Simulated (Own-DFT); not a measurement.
GaP (zincblende, strongly disordered by large displacements), InAs (zincblende, strongly disordered by large displacements) (calculated)

Computed with Own-DFT development build. A calculation, not a measurement: plane-wave PBE density functional theory by an unreviewed code, no spin, of a simulated periodic cell, stress positive in tension, free energy of the whole cell less one offset for each atom, forces on such cells passed a denser k mesh, this cell's mesh not checked; broken bonds can close the gap or carry spin, so checks made on this kind of crystal may not hold here; offsets are fitted by least squares, one for each functional and potential file, so energies compare only between cells with the same atoms and settings and are not formation energies; the far tail of each file's local potential was reset to the Coulomb form; each entry is a single point on an unrelaxed cell, so the pressure reflects the starting lattice, mostly measured values (interpolated for alloys), from which strain is counted, and rises with the displacements; printed positions are rounded, which can move forces by about a meV/angstrom; the program, named Own-DFT, is a retired in-house code; no spin-orbit coupling.

Settings shared by all entries: functional PBE; potential files PseudoDojo norm-conserving, scalar-relativistic, standard set; wave cutoff 42 hartree; occupations Fermi-Dirac; smearing width 0.1 eV; k mesh 3 x 3 x 3 centred on Gamma.

(1) GaP (zincblende, strongly disordered by large displacements)

```
GaP
1.0
     10.9010     0.0000     0.0000
      0.0000    10.9010     0.0000
      0.0000     0.0000    10.9010
Ga P Ga P Ga P Ga P Ga P Ga P Ga P Ga P
4 4 4 4 4 4 4 4 4 4 4 4 4 4 4 4
Direct
  0.97872 0.97664 0.00527
  0.00032 0.25003 0.21392
  0.22924 0.01043 0.24256
  0.23573 0.24869 0.99895
  0.11815 0.11692 0.09588
  0.11447 0.36596 0.36940
  0.36700 0.07525 0.34708
  0.39301 0.37522 0.12632
  0.98459 0.99713 0.49071
  0.00579 0.24329 0.77686
  0.25696 0.00363 0.74626
  0.22092 0.26536 0.49522
  0.11610 0.13944 0.64744
  0.12134 0.39642 0.86255
  0.36167 0.11854 0.87753
  0.36315 0.38918 0.64647
  0.02248 0.48291 0.98662
  0.99862 0.72860 0.24564
  0.27739 0.49394 0.26166
  0.24727 0.72524 0.03368
  0.12213 0.59534 0.13431
  0.08655 0.86268 0.36609
  0.37196 0.60511 0.37579
  0.37165 0.86418 0.13488
  0.00777 0.52431 0.50633
  0.02966 0.74531 0.77904
  0.25027 0.51748 0.76083
  0.25266 0.73320 0.49575
  0.11811 0.64682 0.63159
  0.11432 0.86455 0.87208
  0.35325 0.62713 0.84697
  0.37168 0.85116 0.63402
  0.50815 0.98801 0.99759
  0.50413 0.22013 0.23922
  0.77764 0.99027 0.25879
  0.77169 0.25312 0.97671
  0.61474 0.12606 0.14455
  0.61494 0.36881 0.37279
  0.88808 0.12392 0.35622
  0.88529 0.40601 0.13553
  0.49508 0.99445 0.50381
  0.48118 0.25424 0.73657
  0.77728 0.03335 0.73467
  0.74459 0.25289 0.51660
  0.60495 0.12098 0.61682
  0.62107 0.38784 0.87592
  0.86362 0.12445 0.86189
  0.85364 0.38265 0.61270
  0.50297 0.50228 0.98386
  0.49537 0.76208 0.23702
  0.75714 0.52481 0.25254
  0.77626 0.75801 0.05101
  0.60777 0.58303 0.12858
  0.63563 0.88845 0.41269
  0.87582 0.62001 0.37621
  0.84661 0.88130 0.14538
  0.49584 0.46942 0.48605
  0.48984 0.78712 0.74348
  0.72781 0.50934 0.73981
  0.76525 0.76186 0.47421
  0.61260 0.63322 0.62709
  0.61011 0.87918 0.86536
  0.87937 0.62298 0.87031
  0.84985 0.89196 0.61570
```

| Property | Result |
| --- | --- |
| hardware | one NVIDIA H100 |
| free energy of cell above offsets | -2.215 eV |
| pressure | 10.42 GPa |
| stress xx | -9.93 GPa |
| stress yy | -10.5 GPa |
| stress zz | -10.83 GPa |
| stress yz | -6.5 GPa |
| stress xz | -2.51 GPa |
| stress xy | 0.18 GPa |
| wall time | 677.1 s |

Force:
| element | x (eV/Å) | y (eV/Å) | z (eV/Å) |
| --- | --- | --- | --- |
| Ga | 0.486 | 0.338 | -1.276 |
| Ga | -0.177 | -0.149 | 1.571 |
| Ga | -3.284 | -3.228 | -1.869 |
| Ga | 1.987 | 1.734 | -1.144 |
| P | -1.196 | -0.545 | 1.01 |
| P | -0.808 | 2.323 | -1.726 |
| P | 3.191 | 3.971 | 3.827 |
| P | -1.398 | -1.034 | -0.642 |
| Ga | 0.408 | 0.653 | 1.452 |
| Ga | -0.741 | 2.021 | -1.159 |
| Ga | -1.271 | -0.839 | -0.387 |
| Ga | 2.281 | -1.945 | 2.665 |
| P | 1.002 | -2.016 | -2.791 |
| P | 2.734 | -4.672 | -2.188 |
| P | 1.625 | 0.918 | 0.722 |
| P | -0.571 | -0.571 | -3.279 |
| Ga | -4.597 | 3.795 | 3.613 |
| Ga | -0.375 | -0.24 | -0.941 |
| Ga | -3.401 | -3.128 | -2.633 |
| Ga | 0.498 | 0.499 | -2.116 |
| P | 0.419 | 0.431 | 0.41 |
| P | 3.455 | 0.915 | 0.605 |
| P | 2.655 | 3.837 | 2.292 |
| P | -2.381 | 2.345 | -2.398 |
| Ga | -0.568 | -2.515 | 0.069 |
| Ga | -6.337 | -4.653 | -3.716 |
| Ga | -4.874 | -4.267 | -4.951 |
| Ga | -0.523 | 0.838 | -0.677 |
| P | 1.008 | -1.643 | -0.953 |
| P | 4.83 | 6.381 | 5.628 |
| P | 6.272 | 5.997 | 6.899 |
| P | -6.227 | 5.086 | -6.483 |
| Ga | -1.317 | 1.475 | 1.238 |
| Ga | -5.673 | 5.337 | 5.226 |
| Ga | -6.63 | 5.947 | 6.106 |
| Ga | -2.83 | 2.589 | 3.083 |
| P | 7.264 | -5.653 | -6.434 |
| P | 2.382 | -1.957 | -1.682 |
| P | -0.026 | 2.422 | 1.199 |
| P | -0.183 | -2.078 | -2.137 |
| Ga | -2.475 | -0.377 | 0.34 |
| Ga | 1.102 | -1.037 | 1.824 |
| Ga | -5.799 | -3.502 | -4.058 |
| Ga | -1.462 | -1.425 | -2.795 |
| P | 1.155 | 1.666 | 1.51 |
| P | 1.154 | -2.856 | -1.655 |
| P | 4.142 | 0.945 | 4.877 |
| P | 2.815 | 1.431 | 2.239 |
| Ga | -2.987 | 0.193 | -1.045 |
| Ga | 2.812 | -2.736 | 3.033 |
| Ga | -1.897 | -2.596 | -0.025 |
| Ga | -5.71 | -8.998 | -7.882 |
| P | 1.184 | 4.594 | 1.474 |
| P | -0.814 | -0.15 | -4.931 |
| P | 0.627 | 1.156 | 0.631 |
| P | 8.653 | 0.446 | -1.093 |
| Ga | -1.249 | 2.39 | 3.013 |
| Ga | 5.086 | -5.765 | 4.125 |
| Ga | 1.054 | -0.016 | 0.452 |
| Ga | -0.213 | -2.169 | 2.888 |
| P | -0.337 | 0.733 | -1.74 |
| P | 3.774 | 0.421 | 1.209 |
| P | -0.16 | 0.311 | 1.289 |
| P | 2.432 | -1.378 | 0.286 |

(2) GaP (zincblende, strongly disordered by large displacements)

```
GaP
1.0
     10.9010     0.0000     0.0000
      0.0000    10.9010     0.0000
      0.0000     0.0000    10.9010
Ga P Ga P Ga P Ga P Ga P Ga P Ga P Ga P
4 4 4 4 4 4 4 4 4 4 4 4 4 4 4 4
Direct
  0.98598 0.02714 0.99230
  0.01835 0.25244 0.28484
  0.25005 0.02455 0.23402
  0.23193 0.25633 0.95517
  0.10914 0.13421 0.10181
  0.09415 0.40024 0.35759
  0.38053 0.14125 0.39623
  0.36490 0.35860 0.13005
  0.02491 0.96361 0.51033
  0.99447 0.23192 0.75275
  0.25410 0.98792 0.70687
  0.23365 0.27227 0.53498
  0.14259 0.12419 0.62202
  0.11186 0.37785 0.86925
  0.39879 0.13516 0.87496
  0.37641 0.37877 0.62367
  0.98753 0.46179 0.98343
  0.02277 0.75191 0.24757
  0.24499 0.49693 0.26974
  0.23759 0.69156 0.99628
  0.14546 0.61693 0.14184
  0.11535 0.86472 0.39190
  0.34019 0.61364 0.37597
  0.36395 0.87746 0.11509
  0.98853 0.51560 0.51036
  0.98796 0.71637 0.75039
  0.23205 0.47997 0.73690
  0.24785 0.76922 0.51560
  0.10291 0.60080 0.61588
  0.16210 0.88415 0.86366
  0.34934 0.61014 0.86543
  0.37513 0.89847 0.60390
  0.52468 0.03033 0.00450
  0.49509 0.22324 0.28441
  0.75582 0.01151 0.25125
  0.72582 0.27811 0.00332
  0.61833 0.14926 0.13742
  0.60827 0.38030 0.37138
  0.87886 0.11913 0.40426
  0.89354 0.39163 0.11600
  0.49223 0.98344 0.50350
  0.49195 0.23062 0.74245
  0.75331 0.99258 0.75503
  0.78625 0.23979 0.50059
  0.62310 0.10953 0.64720
  0.60427 0.38326 0.87011
  0.86343 0.10408 0.87080
  0.85779 0.36624 0.63119
  0.51720 0.49913 0.00041
  0.46562 0.73447 0.26484
  0.75068 0.48676 0.24092
  0.76224 0.73244 0.98984
  0.63350 0.61584 0.11430
  0.62234 0.85620 0.34307
  0.88268 0.59238 0.38019
  0.88941 0.88858 0.10025
  0.49040 0.46344 0.47952
  0.46743 0.75740 0.74269
  0.77042 0.51830 0.75111
  0.75142 0.74166 0.46137
  0.62354 0.63323 0.61305
  0.62607 0.89317 0.86083
  0.86953 0.63122 0.84467
  0.87168 0.86794 0.60712
```

| Property | Result |
| --- | --- |
| hardware | one NVIDIA H100 |
| free energy of cell above offsets | 0.048 eV |
| pressure | 11.13 GPa |
| stress xx | -11.37 GPa |
| stress yy | -9.84 GPa |
| stress zz | -12.19 GPa |
| stress yz | -1.1 GPa |
| stress xz | 3.21 GPa |
| stress xy | -2.2 GPa |
| wall time | 610.7 s |

Force:
| element | x (eV/Å) | y (eV/Å) | z (eV/Å) |
| --- | --- | --- | --- |
| Ga | 2.582 | -2.697 | -0.026 |
| Ga | -2.791 | -5.039 | -3.66 |
| Ga | 0.38 | -0.786 | 0.291 |
| Ga | 3.252 | -2.308 | 3.558 |
| P | 1.799 | 1.82 | 2.383 |
| P | 2.338 | 2.244 | 4.552 |
| P | -5.084 | -3.624 | 3.275 |
| P | 0.149 | 0.655 | -0.152 |
| Ga | -3.673 | 4.836 | 3.916 |
| Ga | -0.531 | 0.04 | -0.525 |
| Ga | -1.734 | 1.864 | 5.466 |
| Ga | 0.255 | 0.564 | -3.765 |
| P | -3.718 | -0.208 | 0.374 |
| P | 0.064 | -0.782 | -3.599 |
| P | -4.185 | -1.907 | 1.537 |
| P | 0.597 | -0.5 | 1.659 |
| Ga | 1.279 | 5.938 | -2.389 |
| Ga | -1.816 | -0.425 | -0.819 |
| Ga | -0.035 | -3.87 | -3.897 |
| Ga | 0.328 | 4.854 | -0.71 |
| P | -3.619 | -0.835 | 0.298 |
| P | 3.968 | -1.571 | -5.228 |
| P | 3.533 | 2.683 | 4.499 |
| P | 0.646 | -0.243 | 0.111 |
| Ga | -2.33 | -6.185 | -0.877 |
| Ga | 6.365 | 6.564 | -4.92 |
| Ga | 0.519 | 1.539 | -0.129 |
| Ga | -0.787 | -2.959 | -0.817 |
| P | 5.903 | 4.405 | 4.114 |
| P | -2.188 | -1.231 | 0.733 |
| P | 3.153 | -1.136 | -1.97 |
| P | -0.748 | -6.709 | 2.407 |
| Ga | -1.086 | -2.533 | -0.339 |
| Ga | 2.655 | 4.079 | -4.405 |
| Ga | -0.13 | -0.418 | -0.862 |
| Ga | 1.429 | -0.457 | 0.035 |
| P | 2.025 | -0.438 | 0.733 |
| P | 5.266 | -3.616 | -3.295 |
| P | 3.771 | -4.098 | -4.414 |
| P | -4.459 | -4.481 | 5.044 |
| Ga | 6.544 | 4.201 | -5.095 |
| Ga | 1.487 | 3.132 | -1.554 |
| Ga | 1.077 | -1.046 | -3.084 |
| Ga | -5.981 | 2.737 | 2.375 |
| P | 0.607 | 0.436 | -3.345 |
| P | 2.089 | -0.782 | -2.827 |
| P | -0.882 | 4.477 | -0.503 |
| P | 2.307 | 1.334 | 1.234 |
| Ga | -3.433 | -0.149 | 0.935 |
| Ga | 0.687 | 1.079 | -2.233 |
| Ga | -0.269 | 0.613 | 0.36 |
| Ga | -1.067 | 2.232 | 0.441 |
| P | -0.064 | 1.536 | 1.637 |
| P | -0.359 | 1.48 | 1.073 |
| P | -3.119 | 3.745 | -4.479 |
| P | -1.121 | -2.434 | 2.418 |
| Ga | -2.681 | 5.518 | 3.208 |
| Ga | 1.7 | -0.426 | 0.298 |
| Ga | -6.548 | -4.897 | -4.126 |
| Ga | -0.022 | -0.178 | 1.5 |
| P | -0.711 | -0.59 | 0.057 |
| P | -2.314 | -3.235 | 2.725 |
| P | -0.657 | -0.952 | 9.414 |
| P | -0.613 | -0.86 | 1.382 |

(3) GaP (zincblende, strongly disordered by large displacements)

```
GaP
1.0
     10.9010     0.0000     0.0000
      0.0000    10.9010     0.0000
      0.0000     0.0000    10.9010
Ga P Ga P Ga P Ga P Ga P Ga P Ga P Ga P
4 4 4 4 4 4 4 4 4 4 4 4 4 4 4 4
Direct
  0.99223 0.00233 0.99834
  0.07712 0.26897 0.21072
  0.29238 0.03447 0.29352
  0.23243 0.27992 0.01478
  0.05067 0.09471 0.14951
  0.11047 0.39354 0.40142
  0.37127 0.11058 0.44511
  0.38133 0.38703 0.16472
  0.00571 0.02587 0.51735
  0.03390 0.27195 0.72565
  0.22248 0.04078 0.73636
  0.24111 0.23873 0.48463
  0.11252 0.13876 0.62250
  0.06558 0.33585 0.89943
  0.38266 0.16137 0.89750
  0.39576 0.36076 0.64332
  0.98359 0.43830 0.03219
  0.89365 0.73224 0.19178
  0.22771 0.49216 0.29306
  0.27690 0.80622 0.02985
  0.08882 0.66591 0.12713
  0.10241 0.89955 0.40394
  0.40080 0.60271 0.37169
  0.35397 0.92276 0.15233
  0.91714 0.54495 0.51119
  0.00916 0.71790 0.82001
  0.22001 0.49064 0.80919
  0.23263 0.79818 0.49326
  0.19120 0.63455 0.68562
  0.15011 0.86107 0.90285
  0.33154 0.64245 0.84822
  0.36088 0.85540 0.63647
  0.52197 0.96120 0.02381
  0.52461 0.27054 0.22753
  0.76573 0.88939 0.24711
  0.72758 0.24799 0.97360
  0.65915 0.08356 0.05728
  0.53984 0.39399 0.36803
  0.86834 0.16697 0.39047
  0.87179 0.36015 0.16104
  0.53193 0.02539 0.49077
  0.49567 0.20078 0.75297
  0.72883 0.00051 0.76637
  0.75361 0.28041 0.49445
  0.63279 0.11108 0.62380
  0.63617 0.41412 0.90341
  0.92586 0.13423 0.88255
  0.85317 0.35701 0.63384
  0.54218 0.54368 0.00133
  0.49037 0.76766 0.27126
  0.72144 0.45876 0.21172
  0.73619 0.77564 0.01697
  0.59453 0.66693 0.15285
  0.62286 0.86237 0.36447
  0.89051 0.63983 0.35151
  0.85266 0.90859 0.07439
  0.52497 0.52954 0.51263
  0.47475 0.74123 0.77793
  0.73112 0.52259 0.72898
  0.73969 0.75003 0.55086
  0.62003 0.63593 0.63451
  0.61502 0.90079 0.87431
  0.90716 0.58740 0.95378
  0.90624 0.88692 0.63061
```

| Quantity | Value |
| --- | --- |
| hardware | one NVIDIA H100 |
| free energy of cell above offsets | 30.850 eV |
| pressure | 16.05 GPa |
| stress xx | -13.68 GPa |
| stress yy | -16.47 GPa |
| stress zz | -18 GPa |
| stress yz | -1.75 GPa |
| stress xz | -0.62 GPa |
| stress xy | -0.56 GPa |
| wall time | 581 s |

Force:
| element | x (eV/Å) | y (eV/Å) | z (eV/Å) |
| --- | --- | --- | --- |
| Ga | 4.985 | -2.414 | -3.429 |
| Ga | 0.05 | 3.465 | 2.298 |
| Ga | -4.199 | -0.291 | -0.583 |
| Ga | 1.659 | -0.259 | 0.548 |
| P | 2.601 | -0.936 | 3.613 |
| P | -2.516 | -2.902 | 1.702 |
| P | 1.22 | 0.529 | -0.327 |
| P | -3.215 | 1.712 | -2.445 |
| Ga | -4.004 | 0.089 | -2.195 |
| Ga | -3.499 | 1.455 | -0.989 |
| Ga | 4.286 | -3.939 | 4.262 |
| Ga | -1.558 | 4.413 | 1.649 |
| P | 1.62 | 1.926 | -2.456 |
| P | 3.566 | -0.64 | 0.084 |
| P | -2.948 | -2.457 | 2.619 |
| P | -0.826 | 0.669 | -0.216 |
| Ga | 1.904 | 0.928 | 2.282 |
| Ga | 2.92 | -0.332 | -3.486 |
| Ga | 2.922 | 2.639 | -2.833 |
| Ga | -0.799 | -4.728 | -0.533 |
| P | 1.159 | -1.287 | -0.144 |
| P | -0.696 | 0.184 | -4.59 |
| P | -2.278 | 1.806 | -0.277 |
| P | 4.05 | -0.442 | 0.56 |
| Ga | 1.269 | -2.247 | 3.208 |
| Ga | 0.872 | 0.47 | -1.473 |
| Ga | -0.798 | -6.01 | 0.813 |
| Ga | 2.081 | -2.814 | 1.169 |
| P | -1.538 | 2.596 | -1.631 |
| P | -3.89 | 3.553 | -3.235 |
| P | -0.773 | 0.397 | 3.235 |
| P | 1.18 | 2.471 | 0.249 |
| Ga | -5.669 | 0.59 | 2.299 |
| Ga | 1.548 | -5.089 | -2.532 |
| Ga | 0.993 | 3.094 | 0.646 |
| Ga | 2.43 | 0.251 | 0.127 |
| P | 2.485 | 2.327 | 2.91 |
| P | 3.017 | 0.956 | 1.829 |
| P | 2.143 | -2.87 | -1.986 |
| P | 0.168 | -4.381 | 1.217 |
| Ga | 0.857 | -4.288 | -1.445 |
| Ga | 1.122 | 2.077 | -2.95 |
| Ga | 5.223 | 1.843 | -2.567 |
| Ga | -4.156 | -0.772 | -1.481 |
| P | 2.369 | 2.826 | 2.074 |
| P | 1.172 | -1.182 | -3.402 |
| P | -3.658 | 3.193 | -3.528 |
| P | 1.657 | 3.317 | 2.99 |
| Ga | -3.079 | 1.255 | 1.302 |
| Ga | -5.826 | 0.275 | 0.33 |
| Ga | -3.697 | 2.872 | 2.001 |
| Ga | -3.332 | -4.186 | -2.538 |
| P | 3.751 | -2.095 | -3.09 |
| P | 0.119 | 2.231 | 6.078 |
| P | -1.651 | -0.7 | 1.863 |
| P | -0.758 | 1.175 | 1.971 |
| Ga | -2.569 | -2.395 | 0.36 |
| Ga | 3.665 | 2.481 | -1.702 |
| Ga | 3.718 | -4.29 | 3.948 |
| Ga | 4.444 | 3.92 | -3.441 |
| P | -3.853 | 2.513 | 2.614 |
| P | -1.599 | -6.111 | -1.278 |
| P | -3.249 | 5.635 | -2.517 |
| P | -2.591 | -2.075 | 2.449 |

(4) InAs (zincblende, strongly disordered by large displacements)

```
InAs
1.0
     12.1166     0.0000     0.0000
      0.0000    12.1166     0.0000
      0.0000     0.0000    12.1166
In As In As In As In As In As In As In As In As
4 4 4 4 4 4 4 4 4 4 4 4 4 4 4 4
Direct
  0.99473 0.00347 0.00383
  0.03144 0.23556 0.24772
  0.28009 0.98268 0.27700
  0.26835 0.22855 0.98969
  0.13430 0.15044 0.14497
  0.13310 0.37791 0.35522
  0.36882 0.11558 0.33717
  0.42089 0.40081 0.14063
  0.97699 0.96545 0.52596
  0.98821 0.19462 0.74711
  0.21330 0.99935 0.73507
  0.22754 0.28772 0.50966
  0.12624 0.14370 0.64315
  0.15317 0.36743 0.86361
  0.35607 0.08223 0.88087
  0.37164 0.35122 0.57569
  0.98536 0.54629 0.04779
  0.99040 0.69456 0.22864
  0.26608 0.52653 0.26195
  0.28359 0.70805 0.99458
  0.14837 0.61257 0.17310
  0.11972 0.91426 0.34863
  0.39225 0.62768 0.36018
  0.35095 0.85913 0.11595
  0.95301 0.48486 0.46417
  0.98559 0.77774 0.75214
  0.22173 0.49448 0.74818
  0.24868 0.71485 0.49821
  0.16366 0.64860 0.62907
  0.13693 0.89370 0.84148
  0.34538 0.65171 0.84705
  0.36769 0.82929 0.60964
  0.46421 0.97126 0.01127
  0.50632 0.26015 0.25666
  0.73550 0.98087 0.20409
  0.72847 0.26459 0.95845
  0.56205 0.15481 0.13437
  0.57628 0.35185 0.39958
  0.87142 0.11516 0.39445
  0.85526 0.34601 0.10436
  0.49436 0.99470 0.48402
  0.50779 0.24730 0.78455
  0.72213 0.01180 0.75278
  0.72114 0.25820 0.51316
  0.64467 0.12685 0.60959
  0.58167 0.35674 0.90203
  0.88167 0.12327 0.88621
  0.82275 0.41387 0.63955
  0.54147 0.51303 0.01840
  0.48609 0.75364 0.29323
  0.72051 0.52715 0.27079
  0.77499 0.77277 0.02132
  0.63654 0.60706 0.14540
  0.63777 0.87756 0.36052
  0.87997 0.63335 0.34359
  0.89603 0.86533 0.09839
  0.44813 0.50618 0.50834
  0.46224 0.76411 0.74298
  0.68900 0.47138 0.79082
  0.77767 0.78543 0.49901
  0.62191 0.68345 0.59744
  0.61857 0.90015 0.83002
  0.90676 0.60656 0.88450
  0.86415 0.87222 0.64147
```

| Item | Value |
| --- | --- |
| hardware | one NVIDIA H200 |
| free energy of cell above offsets | 40.926 eV |
| pressure | 17.24 GPa |
| stress xx | -16.48 GPa |
| stress yy | -16.06 GPa |
| stress zz | -19.19 GPa |
| stress yz | 2.87 GPa |
| stress xz | 0.53 GPa |
| stress xy | -4.34 GPa |
| wall time | 1210 s |

Force:
| element | x (eV/Å) | y (eV/Å) | z (eV/Å) |
| --- | --- | --- | --- |
| In | 3.601 | 1.36 | -0.437 |
| In | -8.68 | 4.528 | 6.232 |
| In | -2.983 | -5.712 | -4.7 |
| In | -0.509 | 2.033 | 1.121 |
| As | 6.809 | -7.105 | -7.735 |
| As | -0.926 | 1.647 | 0.459 |
| As | 4.865 | 7.655 | 5.033 |
| As | -3.333 | 0.206 | -0.813 |
| In | 3.856 | 3.771 | -3.757 |
| In | -2.449 | 4.423 | 0.942 |
| In | 6.874 | 4.501 | -6.197 |
| In | -7.679 | -4.63 | -3.069 |
| As | 2.85 | 0.07 | -5.94 |
| As | -2.506 | -2.962 | 3.019 |
| As | 0.757 | 0.842 | -2.197 |
| As | 6.918 | -0.013 | 6.987 |
| In | 0.703 | -3.338 | 1.19 |
| In | 3.486 | 7.227 | -4.406 |
| In | 4.976 | -7.92 | 2.664 |
| In | -4.557 | 2.925 | 8.805 |
| As | -2.912 | 3.914 | -8.09 |
| As | -3.903 | -3.1 | 2.169 |
| As | -3.808 | -4.552 | 4.708 |
| As | -0.795 | -1.944 | 2.915 |
| In | 1.159 | -1.138 | 1.442 |
| In | 2.55 | -3.201 | 2.419 |
| In | 1.884 | 1.429 | -2.296 |
| In | 3.268 | 4.097 | -9.527 |
| As | -7.243 | -3.657 | 7.465 |
| As | -5.565 | -7.345 | 8.918 |
| As | 2.937 | -6.056 | -6.59 |
| As | -2.814 | 6.527 | -5.459 |
| In | 3.727 | 1.845 | -1.197 |
| In | -3.914 | 2.847 | 4.231 |
| In | 0.117 | 1.962 | 0.312 |
| In | 4.559 | -3.674 | 2.99 |
| As | 4.925 | -7.889 | -8.815 |
| As | 2.439 | 4.224 | 3.169 |
| As | -0.11 | 0.343 | -0.863 |
| As | 1.047 | 1.514 | 1.514 |
| In | -0.275 | 0.113 | 0.616 |
| In | -4.227 | -6.171 | -6.326 |
| In | 6.844 | 5.763 | -2.885 |
| In | 4.127 | 4.171 | -3.123 |
| As | -4.464 | -3.572 | 2.723 |
| As | -2.558 | 4.105 | 3.42 |
| As | -3.8 | -0.558 | 1.012 |
| As | 1.421 | -1.184 | -0.821 |
| In | -3.121 | 0.298 | -2.354 |
| In | 5.296 | 6.878 | -5.321 |
| In | 3.913 | -7.036 | 6.751 |
| In | -7.918 | -6.767 | -5.972 |
| As | -2.435 | 8.977 | -4.733 |
| As | 0.196 | 0.338 | 0.508 |
| As | -6.528 | -1.604 | 7.488 |
| As | 5.825 | 3.742 | 6.694 |
| In | 3.76 | 2.986 | -0.124 |
| In | 6.821 | -0.87 | 4.158 |
| In | 2.272 | 3.878 | -2.691 |
| In | -1.822 | -2.576 | -3.598 |
| As | -1.493 | -2.16 | 0.964 |
| As | -6.45 | -7.41 | 6.696 |
| As | -2.303 | 1.537 | -2.993 |
| As | -2.7 | 1.463 | 3.295 |
